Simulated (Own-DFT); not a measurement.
# How strain changes the stress of 4H SiC, 72 atoms (C36Si36)

No measurement is shown. These are fixed-geometry runs of a retired plane-wave code named Own-DFT, which no person has reviewed; spin and spin-orbit coupling are neglected.

Common settings: PBE; PseudoDojo norm-conserving scalar-relativistic files; cutoff 42 hartree; 4 x 4 x 3 k mesh centred on Gamma; Fermi-Dirac smearing of 0.1 eV.

Known weak points: forces on such cells passed a denser k mesh, each cell not checked; stress not checked against mesh or cutoff.

Unstrained cell vectors in Å: (9.248, 0.000, 0.000); (-4.624, 8.009, 0.000); (0.000, 0.000, 10.068). The unstrained cell has measured lattice constants (interpolated for alloys), not those of this functional. That, the random moves and any unrelaxed bonds set the pressure at no strain. A uniform strain is put on this cell, atoms riding along. Random moves of width 0.05 Å per axis were added to every atom. Strain is the symmetric tensor, in per cent. Stress is positive in tension, and the pressure is minus a third of its trace.

```
run,e_xx (%),e_yy (%),e_zz (%),e_yz (%),e_xz (%),e_xy (%),s_xx (GPa),s_yy (GPa),s_zz (GPa),s_yz (GPa),s_xz (GPa),s_xy (GPa),P (GPa),E (meV/atom)
1,1.08,0.91,1.31,-0.89,-0.53,0.51,1.73,1.94,2.19,-2.85,-1.01,2.56,-1.95,0.0
2,1.05,-0.22,-1.83,0.64,1.66,0.65,-0.47,-4.43,-19.61,2.45,5.93,3.29,8.17,31.1
3,-0.01,0.73,-0.31,1.57,0.32,1.08,-4.34,-1.45,-7.20,5.70,0.58,5.44,4.33,4.5
4,0.67,-1.86,0.15,-1.97,0.86,1.82,-3.64,-16.52,-5.54,-6.02,1.90,8.28,8.57,52.6
5,0.82,0.03,-1.49,1.06,-0.54,-0.31,-0.95,-6.33,-14.72,2.90,-1.15,-0.90,7.33,31.0
6,0.69,1.05,1.07,-1.16,-1.73,1.83,-0.67,1.84,0.98,-3.63,-5.74,8.00,-0.72,14.1
7,-1.67,-0.20,-0.49,-1.47,0.56,-1.38,-13.86,-8.05,-10.45,-3.79,2.50,-6.64,10.79,27.8
8,0.96,0.50,-1.58,-0.09,0.71,1.73,0.82,-2.25,-16.21,-0.22,1.99,7.69,5.88,23.2
9,-1.74,-0.34,-0.50,-1.49,1.91,0.52,-17.19,-9.61,-8.20,-4.80,6.80,1.48,11.67,38.2
10,0.12,1.15,0.07,-0.29,0.45,-1.05,-4.49,1.43,-3.49,-1.25,2.09,-3.29,2.18,4.7
11,0.27,0.23,-1.15,1.91,-1.41,0.76,-2.07,-1.96,-16.22,6.12,-3.66,2.96,6.75,13.0
12,0.58,1.45,0.14,0.30,-1.23,-0.98,-1.56,3.75,-4.27,1.31,-4.31,-4.29,0.69,9.0
13,-0.19,0.93,-0.06,-1.21,0.58,1.71,-6.85,0.13,-7.08,-4.02,2.40,9.03,4.60,24.7
14,-1.73,0.58,-1.47,0.21,1.03,-0.28,-15.98,-2.79,-15.66,1.12,2.83,-2.39,11.48,16.8
15,0.90,-1.33,1.15,-0.62,1.62,0.00,-1.32,-10.60,0.62,-2.71,4.78,-0.66,3.77,6.9
16,0.62,-1.15,-0.25,1.15,1.27,1.02,-1.61,-11.09,-8.19,2.46,4.39,4.28,6.96,8.1
17,-0.71,-0.89,1.35,-1.47,-1.97,-1.79,?,?,?,?,?,?,?,?
```

E is the free energy for each atom above the lowest run shown.

## Worked fit

Each stress component was fitted by least squares to a constant and the strains of the runs shown, as fractions, with shears doubled. Shear strains stay in the fit of a normal stress only where such slopes are resolved. The slopes, in GPa:

| stress | at no strain | per e_xx | per e_yy | per e_zz | scatter |
|---|---|---|---|---|---|
| s_xx | -5.5 | 590 ± 27 | 68 ± 27 | 0 ± 27 | 1.00 |
| s_yy | -5.1 | 97 ± 29 | 586 ± 29 | 21 ± 29 | 1.07 |
| s_zz | -6.2 | -13 ± 32 | 43 ± 33 | 670 ± 32 | 1.21 |

The slope of each shear stress on twice its own strain, from a fit on all six strains: yz 151 ± 8, xz 160 ± 11, xy 223 ± 10 GPa. These are stiffnesses along x, y and z of the frame in which the cell vectors are given, with the crystal's c axis along z: C11, C12, C13 and C33. Hexagonal symmetry asks that xx and yy behave alike, which is a second check on the noise. No internal relaxation is included, and where it is allowed it would reduce some of the slopes. The table should be nearly symmetric about its diagonal, and what it lacks of that shows the noise. A ninth of the table's sum, 229 ± 5 GPa, estimates the bulk modulus near the mean pressure of these runs, 5.7 GPa, so it lies above the value at zero pressure.

## Withheld run

Question: what normal stresses and pressure should run 17 give?

The fitted form gives s_xx = -10.3, s_yy = -10.7, s_zz = 2.6 and P = 6.1 GPa. DFT gave -10.94, -11.94, 0.61 and P = 7.42 GPa.
